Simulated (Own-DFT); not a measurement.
# Computed records: Hf36O71 (tetragonal hafnia with one neutral oxygen vacancy, atoms displaced)

A calculation, not a measurement: plane-wave PBE and HSE06 DFT by an unreviewed code, no spin, of a simulated cell at Gamma alone, so results move with cell size and shape, stress positive in tension, energies less offsets, not probed for a lower state with spin; hafnium file: forces about 75 meV/angstrom off all-electron values; oxygen file: force components 24 meV/angstrom off all-electron in a glass; k mesh not checked against a denser one; forces and stress are PBE's, HSE06 gives the energy alone, and its difference from PBE has offsets of its own; offsets are fitted by least squares, one for each functional and potential file, so energies compare only between cells with the same atoms and settings and are not formation energies; the far tail of each file's local potential was reset to the Coulomb form; each entry is a single point on an unrelaxed cell, so the pressure reflects the starting lattice, taken from the Materials Project, from which strain is counted, and rises with the displacements; printed positions are rounded, which can move forces by about a meV/angstrom; the program is a retired in-house code; no spin-orbit coupling. Program: Own-DFT development build.

Settings shared by all entries: first functional PBE; second functional HSE06; exact exchange share 0.25; screening 0.11 1/bohr; exchange divergence Gygi-Baldereschi; potential files PseudoDojo norm-conserving, scalar-relativistic, made for PBE, standard set; wave cutoff 48 hartree; occupations fixed; k mesh 1 x 1 x 1 centred on Gamma.

(1) 
```xyz
107
Lattice="10.7800 0.0000 0.0000 0.0000 10.7800 0.0000 0.0000 0.0000 10.4493" Properties=species:S:1:pos:R:3:force_x:R:1:force_y:R:1:force_z:R:1 formula=Hf36O71 PBE_energy_of_cell_above_offsets=-86.611 HSE06_less_PBE_above_offsets=0.613 PBE_pressure=6.31 PBE_stress_xx=-3.53 PBE_stress_yy=-9.51 PBE_stress_zz=-5.9 PBE_stress_yz=-1.75 PBE_stress_xz=-0.39 PBE_stress_xy=0.21
Hf    10.6149    10.6885    10.3023      2.311      1.723      3.096
Hf     1.7879     1.7591     2.7223     -0.416      -2.02     -1.277
O     10.7790     1.6860     1.5502       0.37      0.832      0.632
O      1.7133     0.0130     3.7890      0.699      0.616     -1.996
O     10.6024     1.7895     4.2084      1.245       -0.7     -1.032
O      1.8406     0.0623     1.1604     -0.116     -0.707      -0.69
Hf    10.7295     0.0386     5.2099      0.779     -0.901      0.882
Hf     1.6629     1.7770     7.8834      2.312      0.537      -2.42
O     10.7300     1.8237     6.7586       0.13     -1.303      1.885
O      1.8494    10.7594     8.9339     -0.641      0.832     -0.182
O     10.6321     1.9103     9.5574      1.214     -3.638     -2.463
O      1.9508    10.7329     6.1882      -2.94      1.015      1.991
Hf     0.0107     3.6149    10.4106     -0.929      3.123      1.174
Hf     1.8864     5.3832     2.5956     -1.928      1.571      1.158
O      0.1122     5.4650     1.6518     -1.529     -0.545     -0.441
O      1.7971     3.4959     3.6078     -0.134       2.39      0.128
O     10.6740     5.3396     4.1705      0.188      0.818      -0.04
O      1.7235     3.6269     0.8963      0.328      0.132      1.677
Hf    10.7298     3.5468     5.0801     -1.135      1.834      2.198
Hf     1.7202     5.3075     7.8081     -0.064      4.032     -2.424
O     10.7054     5.3140     6.8169      0.644      0.628      0.115
O      1.8493     3.7246     8.8225     -1.061      -4.62      1.855
O     10.6948     5.5260     9.4562      0.314     -3.176     -0.085
O      1.6279     3.6047     6.2695      1.895     -0.842     -0.509
Hf    10.6565     7.1451     0.0220       2.69      1.117      0.875
Hf     1.8575     9.0125     2.5194     -0.928     -0.579      1.825
O      0.0089     8.8881     1.6643      0.316      1.004      -0.75
O      1.7157     7.1761     3.7471      0.712     -0.318     -1.954
O      0.0202     9.0530     4.2138     -0.528     -0.463      0.569
O      1.8195     7.1586     1.0217      0.147      0.734      0.054
Hf    10.7702     7.1946     5.2121      1.195      -0.72     -0.475
Hf     1.7247     8.9223     7.8417      1.897     -0.742     -1.091
O      0.0707     9.1329     6.8223     -2.009      -0.22       0.06
O      1.7480     7.1703     8.8507      0.243      0.162      0.154
O     10.7550     9.0068     9.4659      0.545     -2.083     -0.798
O      1.7920     7.0710     6.2814     -0.814      1.419     -0.277
Hf     3.4924     0.1141     0.0344       1.25     -0.042      0.666
Hf     5.3901     2.0528     2.5893      0.497     -6.058      -3.28
O      3.5757     1.9629     1.5962     -0.528     -0.581      0.602
O      5.4453    10.6987     3.6678     -0.493       1.84     -0.538
O      3.5665     1.9602     4.3279      0.142      -6.08     -4.069
O      5.3239     0.0318     1.0368      1.018     -0.081     -0.859
Hf     3.6826    10.7690     5.2715     -2.444     -0.559     -2.053
Hf     5.5487     1.7742     7.9155     -4.519      -0.18     -0.466
O      3.6579     1.8114     6.7590     -0.336      0.815      1.734
O      5.5388     0.0846     8.9057     -1.129     -1.488     -0.231
O      3.6366     1.9177     9.4214     -0.896     -2.585     -0.396
O      5.2990    10.7421     6.1856       3.91      0.995      2.913
Hf     3.4225     3.5889    10.3782      2.416      1.164      0.827
Hf     5.2846     5.4252     2.5796      1.279     -0.272      0.721
O      3.5981     5.5152     1.5793      0.145     -0.446      0.412
O      5.3294     3.5150     3.6325      0.275      4.711      2.032
O      3.7692     5.4970     4.2430      -0.86     -4.895     -2.212
O      5.3475     3.6977     1.0521      1.243     -0.613     -0.189
Hf     3.6181     3.4702     5.2530     -1.626       5.46      4.274
Hf     5.4979     5.3171     7.9394     -1.183     -1.246     -3.445
O      3.4783     5.3917     6.9016      2.245     -0.561     -0.215
O      5.4080     3.5109     8.8237      1.265      0.703      0.742
O      3.6627     5.3225     9.4789      0.394      1.398      0.192
O      5.4231     3.7099     6.1766      -0.69     -0.476      1.109
Hf     3.6012     7.2931     0.0006     -1.223     -6.016      2.071
Hf     5.4430     9.0369     2.5581     -0.612      1.255      1.917
O      3.6943     8.9911     1.5486     -1.375     -0.419      0.407
O      5.2579     7.1900     3.7075      2.462      0.736      -2.21
O      3.6757     8.9864     4.3047     -0.874     -0.167     -1.671
O      5.4845     7.3012     0.9825     -2.008     -0.302      0.755
Hf     3.6645     7.1156     5.1813     -1.862      2.954      2.851
Hf     5.2659     8.8919     7.9836      1.139      0.927     -2.996
O      3.6846     9.0374     6.7602     -1.498     -0.254      2.685
O      5.3398     7.0464     8.7037      0.319      2.614      3.075
O      3.4766     8.8554     9.5855      1.079      5.967     -3.864
O      5.3265     7.2567     6.2516      2.279     -0.003      0.011
Hf     7.2937     0.0075     0.0018     -3.675     -1.068      1.113
Hf     9.0139     1.7885     2.4903      0.976      0.486      2.515
O      7.2928     1.7851     1.4977     -1.774      0.515      0.162
O      8.9985     0.0121     3.6943       0.32      3.219       0.91
O      7.1407     1.7442     4.1492     -0.406      0.905      0.233
O      8.9820    10.7428     1.0463      0.572     -0.082     -0.227
Hf     7.1156     0.1936     5.4271      1.338     -3.288     -1.986
Hf     9.0063     1.8769     7.9788      0.983     -1.467     -3.172
O      7.1936     1.7836     6.8937      1.049     -0.103      -1.03
O      9.1385    10.6681     8.8088     -1.172      2.416      0.621
O      7.1956     1.7890     9.5100      1.376     -0.372     -1.977
Hf     7.3147     3.5155    10.4009     -2.152       2.69      1.348
Hf     8.9604     5.4462     2.5691      1.503      0.051      1.363
O      7.1665     5.5012     1.5102     -0.415     -0.272      1.159
O      9.0078     3.5203     3.6582     -0.959      0.648     -1.795
O      7.1346     5.3255     4.3733       0.08      0.486     -3.028
O      8.9724     3.6300     1.0190      1.052      0.253      0.322
Hf     7.0782     3.4892     5.2111      3.535      2.031      0.049
Hf     8.9322     5.4138     7.7687      0.826     -0.821     -1.487
O      7.2654     5.4526     6.7232     -2.252     -0.131      1.723
O      9.1830     3.5632     8.8765     -1.716      1.796      0.288
O      7.3628     5.3518     9.3509     -1.015      0.273      0.857
O      8.9544     3.6821     6.2501     -0.878     -1.545     -0.012
Hf     7.1469     7.2301     0.1108      2.723     -0.895     -0.977
Hf     8.9928     9.1613     2.7855      1.049     -2.682     -1.407
O      7.2615     9.0347     1.6914     -0.248      -0.35     -2.084
O      9.0427     7.3060     3.5824      -0.76     -2.249      0.386
O      7.3552     9.0602     4.1600     -1.189     -0.166      1.067
O      9.0281     7.1182     1.1169     -1.977     -0.095     -1.494
Hf     7.1573     7.2499     5.0196      0.075     -0.299        2.8
Hf     8.9504     8.9068     7.8500      0.183      0.821     -2.889
O      7.2549     9.1153     6.8237     -1.178     -0.012      0.322
O      9.1210     7.1899     8.6710     -0.588      0.325      2.376
O      7.0640     9.0318     9.4078      1.064     -1.453      0.953
O      8.9897     7.0930     6.1433     -0.566      1.275      0.277
```

Units: PBE_energy_of_cell_above_offsets, HSE06_less_PBE_above_offsets in eV; PBE_pressure, PBE_stress_xx, PBE_stress_yy, PBE_stress_zz, PBE_stress_yz, PBE_stress_xz, PBE_stress_xy in GPa; force_x, force_y, force_z in eV/Å.

(2) 
```xyz
107
Lattice="10.7800 0.0000 0.0000 0.0000 10.7800 0.0000 0.0000 0.0000 10.4493" Properties=species:S:1:pos:R:3:force_x:R:1:force_y:R:1:force_z:R:1 formula=Hf36O71 PBE_energy_of_cell_above_offsets=-100.492 HSE06_less_PBE_above_offsets=-0.120 PBE_pressure=0.65 PBE_stress_xx=-0.48 PBE_stress_yy=-0.31 PBE_stress_zz=-1.17 PBE_stress_yz=0.58 PBE_stress_xz=-0.12 PBE_stress_xy=-0.02
Hf    10.7520     0.0222    10.4383      0.331      0.272      0.045
Hf     1.7942     1.7546     2.6049      0.826      1.365     -0.397
O     10.7571     1.8596     1.5939      0.437     -0.824     -0.153
O      1.7519     0.0114     3.6150      0.114     -0.473      0.257
O      0.0092     1.7037     4.2308     -0.422      1.569      -0.32
O      1.8156    10.7716     1.0095     -1.251      0.122      0.156
Hf     0.0013    10.7522     5.2289      0.442     -0.912      0.244
Hf     1.7630     1.7590     7.8155     -0.007      1.347     -0.062
O     10.7127     1.7762     6.8400      1.049     -0.138     -0.779
O      1.8789     0.0540     8.8805     -0.671     -1.574     -0.095
O     10.7266     1.8135     9.3733      0.171     -1.179      0.831
O      1.8258     0.0203     6.2529     -0.688     -0.532     -0.001
Hf     0.0080     3.5825     0.0211      0.018       0.88     -0.707
Hf     1.7865     5.3782     2.5634     -0.651      0.144      0.617
O     10.7306     5.4094     1.5361      0.944     -0.397      0.908
O      1.8052     3.5752     3.6574     -0.333     -0.236      -0.56
O      0.0216     5.4139     4.1652     -0.101      -0.71      0.604
O      1.8078     3.5446     1.0477      0.196      0.449     -0.252
Hf    10.7228     3.6055     5.2070      1.199      0.123     -0.056
Hf     1.7999     5.4329     7.8482      0.037     -1.734     -0.047
O      0.0444     5.4021     6.8481     -0.981     -0.191     -0.593
O      1.7664     3.5148     8.8425      0.272      1.278      0.106
O     10.7680     5.3718     9.4462      0.482       0.64     -0.212
O      1.8059     3.5928     6.2467     -0.706      -0.11     -0.437
Hf     0.0563     7.2802    10.4409      -1.64     -2.818      1.122
Hf     1.8129     9.0405     2.5923       0.36      -1.33      0.278
O     10.7736     8.9608     1.5995      0.145      0.339      0.059
O      1.8582     7.1909     3.6332     -0.282      0.215     -0.662
O     10.7694     8.9234     4.2237      0.115      1.035     -0.153
O      1.7882     7.1807     1.0119      0.509      0.056      0.088
Hf     0.0305     7.1689     5.2421     -0.886     -0.047     -0.412
Hf     1.8387     9.0163     7.8695     -0.382     -0.131     -0.743
O     10.6974     8.9663     6.8146      1.984      0.437       0.57
O      1.7924     7.1851     8.8688      0.058      0.675     -0.059
O      0.0020     8.9575     9.4615      0.455      2.531     -0.847
O      1.7970     7.1857     6.2159      0.282       0.07      0.947
Hf     3.5727     0.0304    10.4235      1.378      0.007      0.523
Hf     5.4105     1.8110     2.6261     -0.133     -1.009     -1.125
O      3.6198     1.7719     1.5139      -0.47       0.04       1.23
O      5.4148    10.7650     3.6102     -0.488      0.363       0.12
O      3.5615     1.7886     4.2009      0.144      0.108     -0.337
O      5.3829     0.0355     0.9701      0.703     -0.117     -0.142
Hf     3.6239     0.0663     5.2296      0.724     -0.925     -0.007
Hf     5.3997     1.7540     7.7985     -0.571      0.042      0.884
O      3.5475     1.7681     6.8256      0.878      0.354     -0.319
O      5.3858    10.7423     8.8237     -0.411      0.191      0.123
O      3.5671     1.7997     9.4431      0.218      0.115      -0.54
O      5.3964     0.0235     6.3030     -0.009     -0.094     -0.912
Hf     3.5915     3.5977    10.3914      0.338     -0.897       0.72
Hf     5.3850     5.3617     2.5933     -0.123      0.593      0.047
O      3.6071     5.4165     1.5926      -0.39     -0.212     -0.439
O      5.3587     3.5886     3.5953      0.142     -0.065      1.056
O      3.5506     5.3996     4.2099      0.308     -0.602      0.172
O      5.4266     3.5928     1.0299     -0.653      0.169     -0.216
Hf     3.5791     3.5915     5.2083     -0.105      0.534      0.384
Hf     5.3932     5.3730     7.8804     -0.058     -0.322     -0.228
O      3.6214     5.3781     6.8423     -0.143     -0.299     -0.291
O      5.3767     3.5361     8.9027     -0.004      0.778     -1.111
O      3.5902     5.3666     9.3709     -0.249      0.448      0.443
Hf     3.5388     7.1697    10.4143      1.232     -0.144      0.968
Hf     5.3705     8.9695     2.5827     -0.333     -0.006      0.401
O      3.6141     9.0046     1.5211     -0.851     -0.079      0.597
O      5.3969     7.1556     3.6080     -0.076      0.053      0.195
O      3.5962     8.9920     4.1968     -0.063      0.473      0.244
O      5.3753     7.2105     1.0286      0.296     -0.291     -0.647
Hf     3.5909     7.1821     5.2248     -0.054      0.056     -0.902
Hf     5.3575     8.9721     7.8413      1.119      0.118     -0.031
O      3.6057     8.9430     6.8293     -0.645      0.087      0.059
O      5.4295     7.1687     8.8884     -0.145       0.05     -0.394
O      3.6160     8.9303     9.4372     -0.528      0.645     -0.776
O      5.3793     7.1315     6.2231      0.016      0.547      0.495
Hf     7.2519    10.7583    10.4181     -1.806      0.776      0.248
Hf     9.0187     1.7827     2.6135     -0.943      0.616      0.349
O      7.2205     1.8187     1.6271      0.296     -0.092     -0.028
O      8.9425    10.7534     3.6690      0.274      0.376     -0.062
O      7.1711     1.7143     4.2054       0.09      1.623      0.238
O      8.9932    10.7382     1.0427      0.412       0.21      0.131
Hf     7.2793    10.7789     5.2309     -1.792     -1.384     -0.206
Hf     8.9574     1.7756     7.7745     -0.033      1.211      1.855
O      7.1667     1.8232     6.8140       0.12      0.207     -0.708
O      8.9331     0.0179     8.8882      0.507     -0.452      0.001
O      7.1613     1.7749     9.4071      0.173      0.181      0.412
O      9.0016    10.7706     6.2460      0.126      0.566      0.429
Hf     7.2292     3.6367     0.0282     -0.118     -1.141     -0.551
Hf     8.9077     5.4061     2.6127      1.316      0.573     -0.093
O      7.1827     5.3590     1.5969     -0.423      0.082     -0.643
O      8.9296     3.6105     3.6622       0.71     -1.177     -0.032
O      7.2368     5.3651     4.1846      -0.51     -0.158      0.705
O      9.0141     3.6044     1.0003     -0.546     -0.252      0.778
Hf     7.1816     3.5437     5.2441     -0.536      0.465     -0.411
Hf     8.9823     5.4116     7.8436       0.39     -0.148      0.538
O      7.1590     5.4190     6.8342      0.271     -0.712     -0.127
O      8.9855     3.6151     8.9186     -0.318     -0.347     -1.107
O      7.2074     5.3878     9.4153      0.042      0.523      0.154
O      8.9611     3.5485     6.2871      0.153      0.411     -0.325
Hf     7.1868     7.1940    10.4237     -0.197      0.145      0.732
Hf     8.9402     9.0115     2.6302       0.16     -1.692     -0.038
O      7.1436     8.9929     1.6285      0.952      0.088     -0.744
O      8.9529     7.1743     3.6145     -0.054      0.505      0.125
O      7.1401     8.9479     4.2026      0.359      0.629      0.228
O      8.9943     7.1589     1.0595     -0.641       0.52     -1.014
Hf     7.1449     7.1893     5.2396      0.861     -0.384     -0.512
Hf     8.9822     9.0012     7.8665     -0.536      -0.49     -0.746
O      7.2347     9.0341     6.7957     -0.887      -0.33      0.325
O      9.0782     7.2372     8.8438     -0.712     -0.622        0.3
O      7.1284     8.9995     9.3907      0.641     -0.635      0.491
O      8.9841     7.2075     6.2553     -0.215     -0.614     -0.225
```

Units: PBE_energy_of_cell_above_offsets, HSE06_less_PBE_above_offsets in eV; PBE_pressure, PBE_stress_xx, PBE_stress_yy, PBE_stress_zz, PBE_stress_yz, PBE_stress_xz, PBE_stress_xy in GPa; force_x, force_y, force_z in eV/Å.
